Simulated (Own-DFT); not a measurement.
Simulation results for Hf31O64 (monoclinic hafnia with one vacancy, atoms displaced)

A calculation, not a measurement: plane-wave density functional theory by an unreviewed code, no spin, of a simulated periodic cell, stress positive in tension, run twice, with PBE and with PBEsol, both on files made for PBE, so the change isn't that of files made for PBEsol, defect cell not probed for a lower state with spin; a neutral cation vacancy leaves holes that likely carry spin, which this run leaves out; hafnium file: forces about 75 meV/angstrom off all-electron values; oxygen file: force components 24 meV/angstrom off all-electron in one glass; forces on such cells passed a denser k mesh, this cell's mesh not checked; the far tail of each file's local potential was reset to the Coulomb form; each entry is a single point on an unrelaxed cell, so the pressure reflects the starting lattice, mostly measured values (interpolated for alloys), from which strain is counted, and rises with the displacements; printed positions are rounded, which can move forces by about a meV/angstrom; the program, named Own-DFT, is a retired in-house code; no spin-orbit coupling; stress was not checked against mesh or cutoff. Program: Own-DFT development build.

Settings shared by all entries: functional PBE, then PBEsol; potential files PseudoDojo norm-conserving, scalar-relativistic, standard set; wave cutoff 72 hartree; occupations Fermi-Dirac; smearing width 0.1 eV; k mesh 2 x 2 x 2 centred on Gamma.

(1) Hf31O64 (monoclinic hafnia with one vacancy, atoms displaced)

```
cell vectors (Å)
  10.2340     0.0000     0.0000
   0.0000    10.3500     0.0000
  -1.6955     0.0000    10.4453
atoms (fractions of the cell vectors)
Hf  0.12368  0.01769  0.10347
Hf  0.36864  0.27323  0.13575
Hf  0.35859  0.47489  0.38074
Hf  0.14203  0.22595  0.34822
O   0.02908  0.16001  0.16780
O   0.46917  0.41459  0.06912
O   0.47004  0.33202  0.32152
O   0.02769  0.09046  0.41557
O   0.21760  0.39475  0.23638
O   0.26090  0.13726  0.01546
O   0.27408  0.11570  0.27241
O   0.22835  0.37771  0.48614
Hf  0.15375  0.01038  0.62020
Hf  0.36047  0.26898  0.64160
Hf  0.35701  0.48663  0.88896
Hf  0.14185  0.22932  0.85181
O   0.03187  0.16520  0.67063
O   0.45664  0.42493  0.57174
O   0.46775  0.32987  0.82416
O   0.04012  0.08540  0.91296
O   0.21758  0.36395  0.74600
O   0.27266  0.12237  0.50938
O   0.26265  0.12276  0.76444
O   0.22377  0.37673  0.99212
Hf  0.14363  0.50271  0.10283
Hf  0.35352  0.77781  0.14889
Hf  0.35438  0.98421  0.39398
Hf  0.12847  0.73995  0.34569
O   0.04020  0.66430  0.16723
O   0.48379  0.93001  0.06992
O   0.46566  0.83013  0.32981
O   0.03531  0.59392  0.42680
O   0.24465  0.87538  0.24266
O   0.27998  0.62747  0.01041
O   0.26545  0.63654  0.26375
O   0.22863  0.87257  0.49699
Hf  0.13278  0.52700  0.58911
Hf  0.36641  0.98214  0.91232
Hf  0.14213  0.73423  0.85431
O   0.03158  0.66315  0.67228
O   0.46869  0.92190  0.58998
O   0.46832  0.81645  0.82846
O   0.03012  0.56803  0.91652
O   0.22461  0.87373  0.74329
O   0.27415  0.63115  0.51190
O   0.28316  0.62746  0.75527
O   0.21470  0.88669  0.97015
Hf  0.63458  0.01024  0.07964
Hf  0.86219  0.26214  0.15677
Hf  0.86742  0.48940  0.38626
Hf  0.64410  0.23857  0.34533
O   0.53281  0.16965  0.16082
O   0.96439  0.41124  0.07137
O   0.97730  0.34132  0.32377
O   0.53551  0.08517  0.42458
O   0.72191  0.37080  0.23293
O   0.75564  0.13336  0.00189
O   0.78586  0.12368  0.26448
O   0.71485  0.37544  0.48771
Hf  0.63258  0.01960  0.61770
Hf  0.88259  0.26765  0.62911
Hf  0.85913  0.49221  0.89738
Hf  0.63887  0.23368  0.84615
O   0.51306  0.16413  0.66670
O   0.96656  0.41968  0.57400
O   0.95930  0.34695  0.81769
O   0.54396  0.09491  0.92379
O   0.72500  0.37274  0.75968
O   0.76938  0.13221  0.49751
O   0.77107  0.13370  0.77420
O   0.72067  0.37265  0.99014
Hf  0.62448  0.52610  0.10302
Hf  0.86977  0.78639  0.14971
Hf  0.86339  0.97269  0.39561
Hf  0.63853  0.72159  0.34875
O   0.52804  0.65747  0.17667
O   0.96857  0.91909  0.07788
O   0.98175  0.82650  0.34048
O   0.54739  0.57654  0.44000
O   0.72445  0.88402  0.25636
O   0.76837  0.62672  0.01636
O   0.77523  0.63331  0.26244
O   0.72848  0.87079  0.47979
Hf  0.64579  0.53791  0.59234
Hf  0.85291  0.77271  0.63626
Hf  0.86433  0.97820  0.89052
Hf  0.62456  0.72034  0.85635
O   0.53741  0.67957  0.66383
O   0.96820  0.91010  0.57164
O   0.96897  0.83716  0.82723
O   0.53657  0.58339  0.93090
O   0.72339  0.88190  0.74351
O   0.77123  0.62726  0.51548
O   0.77181  0.61845  0.75176
O   0.71796  0.86947  0.97833
```

```
PBE pressure                                      : 10.23 GPa
PBE stress xx                                     : -13.35 GPa
PBE stress yy                                     : -8.98 GPa
PBE stress zz                                     : -8.36 GPa
PBE stress yz                                     : 1.49 GPa
PBE stress xz                                     : 0.28 GPa
PBE stress xy                                     : -0.11 GPa
PBEsol pressure                                   : 3.88 GPa
PBEsol stress xx                                  : -6.9 GPa
PBEsol stress yy                                  : -2.69 GPa
PBEsol stress zz                                  : -2.05 GPa
PBEsol stress yz                                  : 1.47 GPa
PBEsol stress xz                                  : 0.58 GPa
PBEsol stress xy                                  : -0.12 GPa
rms change of force components from PBE to PBEsol : 0.07 eV/Å
```

Force:
```tsv
force element	PBE force x (eV/Å)	PBE force y (eV/Å)	PBE force z (eV/Å)	PBEsol force x (eV/Å)	PBEsol force y (eV/Å)	PBEsol force z (eV/Å)
Hf	4.153	2.488	-0.516	4.047	2.506	-0.559
Hf	0.728	-0.684	0.974	0.765	-0.622	0.96
Hf	0.608	2.383	3.834	0.547	2.265	3.807
Hf	-1.362	-0.228	2.41	-1.357	-0.292	2.351
O	0.899	0.144	0.459	0.888	0.139	0.505
O	-1.603	-0.642	0.157	-1.574	-0.608	0.122
O	-1.738	0.969	-0.521	-1.698	0.942	-0.56
O	0.922	0.14	0.083	0.907	0.139	0.076
O	1.644	-3.91	2.375	1.658	-3.801	2.324
O	1.506	-0.856	0.38	1.426	-0.831	0.347
O	-0.253	1.455	-2.813	-0.325	1.405	-2.7
O	-0.648	-1.354	-1.198	-0.564	-1.312	-1.193
Hf	-0.635	-1.627	-2.127	-0.581	-1.583	-2.083
Hf	-1.085	2.498	0.191	-1.044	2.477	0.223
Hf	0.16	-0.543	-1.607	0.131	-0.549	-1.525
Hf	-1.915	1.938	0.671	-1.827	1.852	0.613
O	1.788	-1.699	0.045	1.755	-1.619	0.096
O	0.106	-0.988	0.257	0.063	-0.977	0.163
O	-2.267	1.786	-0.199	-2.216	1.722	-0.251
O	-2.196	-1.697	1.183	-2.131	-1.692	1.213
O	0.957	2.19	-1.362	0.99	2.084	-1.293
O	-0.211	1.116	0.634	-0.236	1.072	0.615
O	2.186	-1.207	0.352	2.045	-1.163	0.326
O	0.877	-0.842	-0.739	0.906	-0.797	-0.703
Hf	-3.202	4.403	-2.948	-3.124	4.307	-2.921
Hf	2.565	-2.989	0.024	2.468	-2.941	0.125
Hf	2.895	-2.119	3.863	2.796	-2.073	3.796
Hf	8.199	-4.192	3.752	8.057	-4.176	3.657
O	-2.029	1.548	-0.342	-1.981	1.558	-0.252
O	-8.47	-5.782	1.008	-8.302	-5.601	0.881
O	0.578	0	-0.854	0.546	-0.021	-0.92
O	-1.438	-0.245	-1.744	-1.413	-0.271	-1.658
O	-3.783	2.342	-1.043	-3.621	2.258	-1.002
O	-0.405	1.036	0.316	-0.435	0.99	0.294
O	2.627	-1.926	-1.179	2.526	-1.867	-1.18
O	-0.883	0.731	-1.979	-0.862	0.805	-2.001
Hf	2.793	1.099	3.759	2.719	1.146	3.61
Hf	0.544	0.248	-5.562	0.513	0.188	-5.393
Hf	0.462	-2.039	-2.833	0.483	-1.981	-2.825
O	-0.638	0.576	0.136	-0.612	0.581	0.152
O	0.071	0.283	-0.522	0.187	0.423	-0.583
O	-2.358	3.274	1.888	-2.216	3.169	1.895
O	2.797	2.637	0.092	2.696	2.53	0.134
O	-0.463	0.819	0.909	-0.518	0.857	0.933
O	-0.111	-0.783	-1.399	-0.245	-0.873	-1.434
O	-1.345	-1.909	1.325	-1.426	-1.923	1.385
O	0.188	-0.676	3.663	0.231	-0.646	3.552
Hf	6.987	5.165	4.184	6.855	5.119	3.995
Hf	-1.209	1.333	-3.366	-1.207	1.328	-3.243
Hf	-0.483	-1.751	0.856	-0.452	-1.74	0.883
Hf	-0.533	-2.698	1.614	-0.492	-2.643	1.561
O	0.077	-0.328	0.37	0.046	-0.259	0.386
O	0.288	-0.397	1.162	0.304	-0.344	1.102
O	-1.077	0.804	0.067	-1.07	0.754	0.013
O	-0.682	-0.154	-0.352	-0.672	-0.174	-0.289
O	0.429	2.035	0.731	0.461	1.936	0.728
O	3.652	-0.099	1.581	3.482	-0.1	1.506
O	-0.194	-0.256	-0.763	-0.207	-0.198	-0.723
O	1.548	0.193	-0.638	1.559	0.201	-0.667
Hf	-0.01	0.765	-2.506	-0.09	0.752	-2.481
Hf	-4.429	0.778	1.554	-4.284	0.816	1.572
Hf	-1.815	-2.755	-0.006	-1.768	-2.757	-0.002
Hf	0.003	2.297	2.314	0.049	2.23	2.283
O	2.751	-1.492	0.509	2.686	-1.448	0.535
O	-0.218	0.464	-1.769	-0.215	0.454	-1.784
O	1.07	-1.298	-0.45	1.028	-1.276	-0.491
O	-4.409	-2.373	-1.481	-4.282	-2.355	-1.36
O	0.767	2.058	-2.879	0.8	1.985	-2.731
O	0.778	-0.191	1.524	0.725	-0.172	1.449
O	2.151	-2.917	-2.703	2.023	-2.871	-2.602
O	-0.034	0.158	0.746	0.013	0.148	0.708
Hf	3.799	-2.298	-0.341	3.7	-2.203	-0.402
Hf	-1.847	-4.408	-0.383	-1.786	-4.301	-0.34
Hf	-0.56	2.85	1.249	-0.58	2.751	1.245
Hf	-1.977	2.31	1.812	-1.895	2.23	1.756
O	-1.524	1.734	0.647	-1.454	1.704	0.672
O	-1.928	-0.761	-0.557	-1.888	-0.728	-0.585
O	-7.27	4.44	-2.533	-7.147	4.342	-2.539
O	-2.786	2.032	-7.074	-2.69	1.986	-6.869
O	1.345	-0.75	-3.085	1.408	-0.763	-2.966
O	0.942	1.492	0.487	0.844	1.434	0.458
O	1.088	-1.268	-0.108	0.995	-1.234	-0.069
O	-0.87	-0.928	1.875	-0.753	-0.927	1.816
Hf	-3.166	-5.887	6.956	-3.09	-5.684	6.773
Hf	1.455	0.417	2.004	1.409	0.436	1.962
Hf	-0.987	1.446	-1.331	-0.979	1.363	-1.306
Hf	2.059	0.975	-2.614	1.983	0.949	-2.581
O	0.925	-0.285	0.542	1.065	-0.34	0.622
O	0.043	0.344	0.691	0.009	0.332	0.623
O	-0.555	-0.183	-0.043	-0.543	-0.163	-0.068
O	-1.821	-1.102	-0.766	-1.774	-1.091	-0.685
O	1.055	0.029	-0.57	1.095	0.05	-0.565
O	4.159	1.968	-2.963	4.002	1.937	-2.892
O	0.354	1.299	0.919	0.296	1.275	0.872
O	1.444	0.027	1.636	1.441	0.065	1.599
```

(2) Hf31O64 (monoclinic hafnia with one vacancy, atoms displaced)

```
cell vectors (Å)
  10.2340     0.0000     0.0000
   0.0000    10.3500     0.0000
  -1.6955     0.0000    10.4453
atoms (fractions of the cell vectors)
Hf  0.13437  0.00633  0.10044
Hf  0.36500  0.25648  0.13227
Hf  0.36254  0.48716  0.40318
Hf  0.13754  0.23216  0.35154
O   0.02552  0.14818  0.16030
O   0.45011  0.42026  0.08599
O   0.48012  0.33418  0.32319
O   0.03672  0.09474  0.42269
O   0.23432  0.38110  0.24783
O   0.28436  0.13424  0.00468
O   0.26839  0.11963  0.24976
O   0.22482  0.35920  0.48949
Hf  0.13928  0.02808  0.60582
Hf  0.36067  0.27519  0.63373
Hf  0.36154  0.46838  0.89677
Hf  0.14225  0.21865  0.85430
O   0.03965  0.16733  0.68100
O   0.47224  0.41225  0.58642
O   0.44786  0.34250  0.82081
O   0.04593  0.08286  0.93107
O   0.20956  0.38108  0.74536
O   0.27788  0.12696  0.50412
O   0.27013  0.14351  0.75581
O   0.21576  0.36557  0.00238
Hf  0.13546  0.52573  0.11261
Hf  0.37177  0.76481  0.13840
Hf  0.35120  0.97920  0.41167
Hf  0.14576  0.74593  0.35260
O   0.05057  0.65802  0.19187
O   0.46992  0.91271  0.07138
O   0.47834  0.83279  0.33230
O   0.03997  0.58081  0.42092
O   0.23527  0.87381  0.24453
O   0.28295  0.64470  0.01211
O   0.27547  0.61093  0.26669
O   0.21676  0.87636  0.49475
Hf  0.13760  0.53108  0.61849
Hf  0.36705  0.75716  0.64270
Hf  0.38062  0.98745  0.89728
Hf  0.13947  0.74168  0.85118
O   0.03777  0.66743  0.67289
O   0.46606  0.92314  0.58572
O   0.46468  0.83988  0.83809
O   0.02836  0.58798  0.91633
O   0.20995  0.87353  0.73402
O   0.29116  0.64065  0.51209
O   0.28844  0.61135  0.75435
O   0.23255  0.87777  0.98555
Hf  0.64049  0.02416  0.10808
Hf  0.86388  0.27525  0.15674
Hf  0.85844  0.47858  0.39613
Hf  0.63491  0.23144  0.35528
O   0.53412  0.17338  0.18126
O   0.95546  0.40366  0.08563
O   0.95332  0.33034  0.31302
O   0.52499  0.07661  0.42031
O   0.72956  0.38075  0.22885
O   0.78250  0.12753  0.00893
O   0.77860  0.12308  0.26679
O   0.73401  0.37119  0.48877
Hf  0.63652  0.01370  0.60036
Hf  0.86024  0.27359  0.64456
Hf  0.86142  0.48251  0.90182
Hf  0.62023  0.22433  0.85661
O   0.53197  0.16976  0.68999
O   0.96584  0.42488  0.57124
O   0.97305  0.33446  0.81678
O   0.53973  0.08591  0.92178
O   0.72339  0.37674  0.73349
O   0.76732  0.13815  0.51387
O   0.79107  0.11795  0.77025
O   0.72935  0.36982  0.98911
Hf  0.87133  0.75332  0.16459
Hf  0.87193  0.97500  0.39255
Hf  0.64096  0.72949  0.35002
O   0.52919  0.65414  0.17890
O   0.95779  0.91205  0.06801
O   0.96699  0.84055  0.33241
O   0.54515  0.59862  0.43295
O   0.72537  0.88443  0.23531
O   0.77488  0.62382  0.02373
O   0.77192  0.61900  0.26332
O   0.71364  0.87165  0.49636
Hf  0.63543  0.51210  0.60329
Hf  0.86023  0.78017  0.63797
Hf  0.87111  0.98462  0.88335
Hf  0.63564  0.71905  0.84644
O   0.54355  0.67672  0.68457
O   0.96960  0.90599  0.58377
O   0.97848  0.83160  0.83110
O   0.54355  0.57479  0.92471
O   0.72642  0.88456  0.74178
O   0.78121  0.62982  0.50831
O   0.77476  0.62845  0.76217
O   0.71849  0.85382  0.99501
```

```
PBE pressure                                      : 8.77 GPa
PBE stress xx                                     : -8.83 GPa
PBE stress yy                                     : -8.26 GPa
PBE stress zz                                     : -9.22 GPa
PBE stress yz                                     : -1.15 GPa
PBE stress xz                                     : -0.5 GPa
PBE stress xy                                     : 0.2 GPa
PBEsol pressure                                   : 2.43 GPa
PBEsol stress xx                                  : -2.48 GPa
PBEsol stress yy                                  : -1.96 GPa
PBEsol stress zz                                  : -2.85 GPa
PBEsol stress yz                                  : -1.14 GPa
PBEsol stress xz                                  : -0.12 GPa
PBEsol stress xy                                  : 0.21 GPa
rms change of force components from PBE to PBEsol : 0.061 eV/Å
```

Force:
```tsv
force element	PBE force x (eV/Å)	PBE force y (eV/Å)	PBE force z (eV/Å)	PBEsol force x (eV/Å)	PBEsol force y (eV/Å)	PBEsol force z (eV/Å)
Hf	0.037	1.136	0.477	0	1.173	0.42
Hf	-1.798	3.38	3.689	-1.771	3.361	3.623
Hf	1.043	-1.57	-2.617	0.974	-1.547	-2.565
Hf	0.702	0.451	-2.614	0.71	0.388	-2.551
O	0.495	0.848	1.838	0.507	0.83	1.82
O	-0.453	-0.244	-1.414	-0.6	-0.332	-1.478
O	-2.803	2.278	1.637	-2.719	2.176	1.561
O	-1.137	-1.664	0.948	-1.09	-1.65	0.956
O	-0.785	-0.373	-0.094	-0.727	-0.347	-0.081
O	0.137	-2.053	-1.132	0.089	-1.985	-1.111
O	-0.128	-0.381	1.23	-0.195	-0.356	1.2
O	0.572	1.764	0.338	0.652	1.684	0.316
Hf	-0.263	-0.461	1.051	-0.242	-0.422	1.008
Hf	-1.774	-1.157	2.406	-1.75	-1.1	2.406
Hf	-1.301	3.622	3.031	-1.264	3.493	2.964
Hf	-1.435	3.711	1.261	-1.381	3.602	1.183
O	-1.184	-1.221	-1.963	-1.122	-1.18	-1.858
O	-0.297	1.166	-1.283	-0.289	1.154	-1.279
O	2.899	-3.117	-0.721	2.816	-3.069	-0.758
O	-0.791	-0.821	-1.256	-0.769	-0.834	-1.19
O	0.827	0.428	-0.764	0.863	0.418	-0.746
O	-0.373	0.314	0.925	-0.424	0.282	0.9
O	2.519	-3.1	-0.924	2.381	-2.99	-0.915
O	0.357	0.767	-1.324	0.439	0.738	-1.303
Hf	2.099	-3.379	-1.73	2.08	-3.265	-1.664
Hf	0.831	0.708	1.836	0.837	0.699	1.814
Hf	3.245	0.181	-3.364	3.171	0.17	-3.242
Hf	0.363	-3.451	1.657	0.378	-3.411	1.582
O	-2.854	2.24	-0.949	-2.776	2.208	-0.875
O	0.633	1.157	0.639	0.614	1.155	0.551
O	-1.949	1.037	-0.191	-1.878	0.971	-0.219
O	0.988	1.056	0.28	0.953	1.022	0.325
O	-0.657	-0.103	-0.037	-0.624	-0.124	0
O	-1.892	-2.31	-1.124	-1.893	-2.224	-1.058
O	0.529	1.593	-0.075	0.446	1.537	-0.06
O	0.053	-0.213	0.018	0.115	-0.188	-0.008
Hf	-0.528	-2.272	-2.584	-0.534	-2.171	-2.524
Hf	-0.34	3.37	3.066	-0.339	3.292	3.019
Hf	-3.913	-1.868	-0.658	-3.797	-1.904	-0.561
Hf	1.604	-1.805	1.112	1.551	-1.744	1.046
O	-0.837	1.011	0.264	-0.784	0.992	0.301
O	-1.657	-1.279	0.109	-1.601	-1.235	0.029
O	0.444	-1.337	-1.626	0.43	-1.281	-1.607
O	0.976	-0.157	1.763	0.938	-0.172	1.759
O	1.655	1.271	-0.6	1.611	1.215	-0.598
O	-1.154	-2.037	-1.666	-1.155	-1.989	-1.614
O	0.026	1.222	0.524	-0.031	1.2	0.471
O	-0.379	0.436	0.155	-0.332	0.429	0.149
Hf	1.849	-0.784	0.332	1.826	-0.757	0.314
Hf	-3.377	-3.639	-4.768	-3.323	-3.499	-4.633
Hf	0.806	1.218	-1.335	0.774	1.159	-1.274
Hf	1.339	-0.397	0.039	1.313	-0.421	-0.004
O	2.219	-2.739	-1.909	2.172	-2.651	-1.819
O	4.448	4.463	-2.01	4.318	4.376	-1.989
O	3.237	0.856	5.239	3.155	0.815	5.067
O	0.648	0.788	0.527	0.631	0.735	0.582
O	-1.29	-0.38	2.27	-1.11	-0.472	2.31
O	-1.495	-0.745	0.111	-1.527	-0.747	0.106
O	-0.361	-1.19	0.122	-0.407	-1.172	0.117
O	-1.504	0.539	0.199	-1.402	0.537	0.216
Hf	0.562	1.801	0.518	0.562	1.741	0.461
Hf	0.989	0.456	0.96	0.942	0.503	0.972
Hf	-0.728	-1.032	-0.136	-0.729	-1.028	-0.1
Hf	4.844	4.489	0.481	4.727	4.333	0.421
O	0.152	-1.316	-2.742	0.139	-1.229	-2.609
O	-0.082	-1.302	1.034	-0.101	-1.247	0.973
O	-1.237	0.978	1.155	-1.207	0.909	1.062
O	-0.503	-1.193	2.029	-0.506	-1.182	2.019
O	-0.05	0.034	0.387	0.018	0.039	0.326
O	0.181	-1.448	0.18	0.105	-1.386	0.183
O	-1.509	2.178	-2.28	-1.502	2.112	-2.211
O	-0.577	-1.063	-1.333	-0.424	-1.075	-1.334
Hf	-3.016	0.161	-3.842	-2.986	0.177	-3.732
Hf	-3.179	3.457	0.771	-3.097	3.344	0.744
Hf	0.244	-0.605	-0.785	0.201	-0.635	-0.778
O	-0.192	0.852	0.255	-0.281	1	0.347
O	0.677	-1.154	1.495	0.694	-1.068	1.417
O	1.935	-1.687	-0.52	1.885	-1.657	-0.541
O	-2.553	-2.476	0.681	-2.475	-2.444	0.697
O	0.813	-0.592	1.293	0.853	-0.574	1.261
O	1.808	0.199	-0.961	1.807	0.237	-0.985
O	1.696	1.107	0.552	1.667	1.15	0.601
O	1.649	0.264	-0.821	1.656	0.265	-0.77
Hf	2.79	2.157	0.462	2.738	2.129	0.432
Hf	-1.743	-3.618	2.058	-1.719	-3.488	2.022
Hf	-1.177	-1.642	3.333	-1.147	-1.626	3.282
Hf	0.913	1.724	6.546	0.893	1.621	6.385
O	-1.422	-1.96	-4.418	-1.421	-1.892	-4.274
O	1.372	3.029	-1.962	1.33	2.95	-1.947
O	-2.51	1.541	-0.96	-2.429	1.502	-0.988
O	-1.026	0.088	-1.175	-1.02	0.132	-1.227
O	0.469	-0.415	-0.453	0.535	-0.405	-0.485
O	0.187	0.435	0.694	0.133	0.424	0.663
O	0.924	-1.317	-0.316	0.823	-1.28	-0.297
O	0.424	1.106	-0.539	0.446	1.076	-0.524
```
